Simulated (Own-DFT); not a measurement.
# A pressure from energies alone: corundum Al2O3, 78 atoms (Al32O46), with two O vacancies

Calculated, not measured. Each geometry was run twice at fixed positions with Own-DFT, a retired in-house plane-wave program that no person has reviewed: with PBE, and with HSE06 (exact exchange share 0.25 at short range, screening 0.11 per bohr, Gygi-Baldereschi treatment of its divergence). Both used PseudoDojo norm-conserving files made for PBE, a cutoff of 48 hartree, the Gamma point alone, fixed occupations, a neutral cell and no spin. With Gamma alone and a thickness of 7.9 Å, finite-size errors remain in every number. The oxygen file's force components were 24 meV/Å off all-electron values in a glass.

Unstrained cell vectors in Å: (5.494, 0.000, 8.660); (-2.747, 4.758, 8.660); (-2.747, -4.758, 8.660), volume V0 = 679.1 Å³, from measured lattice constants. Each geometry has its own random strain of a few per cent, its own defect sites and random moves of rms u per axis. HSE06 gave the energy alone. D is its energy less that of PBE, over the lowest D shown. The PBE stress wasn't checked against mesh or cutoff.

```
run,V - V0 (Å³),u (Å),P with PBE (GPa),D (eV)
1,10.1,0.0502,5.54,1.143
2,-3.2,0.0455,9.69,0.504
3,3.3,0.0504,8.09,0.797
4,-5.3,0.0499,11.87,0.369
5,16.9,0.0476,2.39,1.357
6,17.3,0.0332,1.89,1.222
7,12.0,0.0550,5.28,1.176
8,12.2,0.0497,4.49,1.113
9,2.3,0.0529,8.00,0.895
10,-15.0,0.0315,13.31,0.000
11,2.5,0.0318,6.30,0.658
12,5.0,0.0518,7.17,0.925
13,10.0,0.0319,4.01,?
```

## Working it out

D = 0.47 + 0.0395 (V - V0) + 85 u² eV, with an error of 0.0019 on the volume slope, 25 on the last term and a scatter of 0.06 eV. Pressure is -dE/dV, and 1 eV/Å³ is 160.2 GPa, so HSE06 changes the pressure by -6.3 ± 0.3 GPa. With the ions held to the strained lattice, the PBE pressure falls by 252 ± 10 GPa per unit of volume strain; the shape of the strain isn't fitted, so the true error is larger, and a relaxed crystal would be softer. On that slope HSE06's volume at a given pressure is about 2.5 % smaller, or 0.8 % in lengths. At u = 0 and V0 the PBE pressure is 6.8 GPa, which puts the zero-pressure volume, against the measured cell and with the defects in, at +2.7 % for PBE and +0.2 % for HSE06, each good to a few tenths of a per cent.

## Prediction

Question: what D should run 13 give?

The fit gives 0.95 eV, with rows scattering by 0.06. Computed: 0.970 eV.
